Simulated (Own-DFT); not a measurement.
# Point defects and the pressure they add: zincblende GaAs

Source: density functional calculations with Own-DFT, an unreviewed in-house program that is no longer used. Nothing was measured or relaxed, and spin and spin-orbit coupling are left out.

Common settings: PBE; PseudoDojo norm-conserving scalar-relativistic files; cutoff 42 hartree; 3 x 3 x 3 k mesh centred on Gamma; Fermi-Dirac smearing of 0.1 eV.

Caveats (not all hold for every row): not probed for a lower state with spin; forces not confirmed at this smearing and k mesh; stress not checked against mesh or cutoff.

All runs share one cell, with vectors in Å (10.862, 0.000, 0.000); (0.000, 10.862, 0.000); (0.000, 0.000, 11.796) and a volume of 1391.7 Å³, strained against the parent crystal. u is the rms random offset of the atoms per axis. The defect's site can differ from row to row.

| cell | formula | u (Å) | P (GPa) |
|---|---|---|---|
| no defect | As32Ga32 | 0.0286 | 6.65 |
| no defect | As32Ga32 | 0.0480 | 7.07 |
| no defect | As32Ga32 | 0.0514 | 6.98 |
| one As vacancy and one Ga vacancy | As31Ga31 | 0.0303 | 5.91 |
| one As vacancy and one Ga vacancy | As31Ga31 | 0.0325 | ? |
| one As vacancy and one Ga vacancy | As31Ga31 | 0.0474 | 6.15 |
| one As vacancy and one Ga vacancy | As31Ga31 | 0.0489 | 6.07 |
| one P on an As site | As31Ga32P | 0.0308 | 6.43 |
| one P on an As site | As31Ga32P | 0.0470 | 6.68 |
| one P on an As site | As31Ga32P | 0.0518 | 6.77 |
| one In on a Ga site | As32Ga31In | 0.0271 | 7.40 |
| one In on a Ga site | As32Ga31In | 0.0298 | 7.50 |
| one In on a Ga site | As32Ga31In | 0.0309 | 7.40 |
| one Al on a Ga site | AlAs32Ga31 | 0.0314 | 6.67 |
| one Al on a Ga site | AlAs32Ga31 | 0.0472 | 6.91 |
| one Al on a Ga site | AlAs32Ga31 | 0.0483 | 6.97 |

## Working it out

P = P0 + c u² + a shift for each defect gives P0 = 6.53 GPa, c = 191 ± 24 GPa/Å² and a scatter of 0.06 GPa. The shifts, and each times the cell's volume:

- one In on a Ga site: 0.73 ± 0.05 GPa, 6.4 eV
- one Al on a Ga site: -0.04 ± 0.05 GPa, -0.3 eV (not resolved)
- one P on an As site: -0.28 ± 0.05 GPa, -2.4 eV
- one As vacancy and one Ga vacancy: -0.84 ± 0.05 GPa, -7.3 eV

Positive is outwards. The product with the volume (160.2 GPa Å³ to the eV) is nearly free of the cell's size; divided by the bulk modulus at the cell's pressure it gives the volume that the defect adds. The atoms around the defects weren't relaxed, which would change these numbers.

## Prediction

Question: what pressure belongs in the blank (one As vacancy and one Ga vacancy, u = 0.0325 Å)?

The fitted form gives 5.89 ± 0.07 GPa. Computed: 5.95 GPa.
